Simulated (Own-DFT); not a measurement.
# Two functionals across a range of volumes: D0_22 TiAl3, 40 atoms (Al30Ti10)

No measurement is shown. These are fixed-geometry runs of a retired plane-wave code named Own-DFT, which no person has reviewed; spin and spin-orbit coupling are neglected.

Keep in mind: forces on such cells failed a check on a denser k mesh; stress not checked against mesh or cutoff.

Each geometry was run with PBE and with PBEsol, otherwise alike: PseudoDojo norm-conserving scalar-relativistic files made for PBE; cutoff 42 hartree; 4 x 4 x 4 k mesh centred on Gamma; cold (Marzari-Vanderbilt) smearing of 0.2 eV. Unstrained cell vectors in Å: (-2.365, -6.981, 4.326); (-7.667, 3.491, 1.442); (-2.950, -3.488, -7.241). Each has a uniform strain, of which the change of volume is shown, and random moves of rms u per axis.

```
run  volume change (%)   u (Å)  P with PBE (GPa)  P with PBEsol (GPa)
  1              -0.08  0.0521              3.09                 1.19
  2               0.14  0.0506              3.00                 1.09
  3              -0.54  0.0473              3.14                 1.23
  4              -1.51  0.0544              4.80                 2.85
  5              -0.35  0.0573              3.60                 1.69
  6              -2.36  0.0449              5.55                 3.58
  7               0.49  0.0503              2.20                 0.31
  8              -0.16  0.0504              3.04                 1.13
  9               0.17  0.0503              2.69                 0.79
 10               0.43  0.0472              2.37                    ?
```

The question: by how much does PBEsol shrink this cell, and what belongs in the blank?

## Working it out

Write v for the change of volume as a fraction. Fitted to v and u², the PBE pressure has a slope of -119 ± 7 GPa in v, with the ions held to the strained lattice. The difference PBEsol less PBE is -1.90 + 2.8 v GPa (slope ± 0.2) and averages -1.92 GPa. Divided by the mean slope of the two, 117 GPa, that makes PBEsol's volume at a given pressure, near 2 GPa, about 1.6 % smaller, or 0.54 % in lengths. At one volume PBEsol's slope is the smaller by 3 GPa, but its pressure there is lower too. If stiffness rises by about 4 GPa for each GPa, PBEsol at equal pressure is stiffer by about 5 GPa. Files made for PBEsol would give a different shift.

For run 10 the line gives 0.47 GPa. The calculation gave 0.47 GPa.
